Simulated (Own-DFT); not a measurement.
# What it costs to cut wurtzite AlN, m plane (10-10)

Everything here is calculated. The program is Own-DFT (plane waves, in-house, since retired, never reviewed by a person); positions were held fixed, and spin and spin-orbit coupling were off.

Caveats (not all hold for every row): some atoms lie very close together; forces not confirmed at this smearing and k mesh; k mesh not checked against a denser one.

Both sets of runs: PBE; PseudoDojo norm-conserving scalar-relativistic files; cutoff 42 hartree; Gaussian smearing of 0.01 eV. The slab has 128 atoms in 16 layers, two equal faces of 62.02 Å² as cut, 15 Å of vacuum, a dipole correction along the normal and a 6 x 3 x 1 mesh. The bulk cell has 72 atoms, the same measured lattice constants and a 4 x 4 x 3 mesh. All atoms were moved at random; u is the rms move along one axis. Energies are counted from -174.06 eV for each atom.

| slab run | u (Å) | E (eV, cell) |
|---|---|---|
| 1 | 0.0198 | 20.030 |
| 2 | 0.0200 | 20.143 |
| 3 | 0.0208 | 20.777 |
| 4 | 0.0208 | 20.496 |
| 5 | 0.0477 | 27.134 |
| 6 | 0.0996 | 59.333 |
| 7 | 0.0997 | 56.024 |
| 8 | 0.1002 | 64.103 |
| 9 | 0.1013 | 57.293 |
| 10 | 0.1020 | 57.460 |
| 11 | 0.1025 | 56.993 |
| 12 | 0.1034 | 62.138 |

| bulk run | u (Å) | E (meV/atom) |
|---|---|---|
| 1 | 0.0197 | -2.15 |
| 2 | 0.0200 | -1.22 |
| 3 | 0.0201 | -0.57 |
| 4 | 0.0203 | -1.35 |
| 5 | 0.0208 | -1.65 |
| 6 | 0.0221 | 0.41 |
| 7 | 0.0222 | 3.16 |
| 8 | 0.0985 | 335.87 |
| 9 | 0.1051 | 350.16 |
| 10 | 0.1138 | 423.80 |

Q: what is the energy of the unrelaxed surface?

## Solution

Take each set to u = 0 with E = a + b u². Rows are weighted down as u grows, with residuals divided by u² + 0.0006 Å². Slab: a = 18.72 ± 0.15 eV. Bulk: a = -15.3 ± 0.5 meV/atom. The excess is 18.72 - 128 x (-0.0153) = 20.67 ± 0.17 eV. Over two faces that is 167 meV/Å², or 2.67 ± 0.02 J/m². Relaxing the faces would lower the energy, and the unlike meshes and the reach from the smallest u down to zero add errors that aren't counted here.
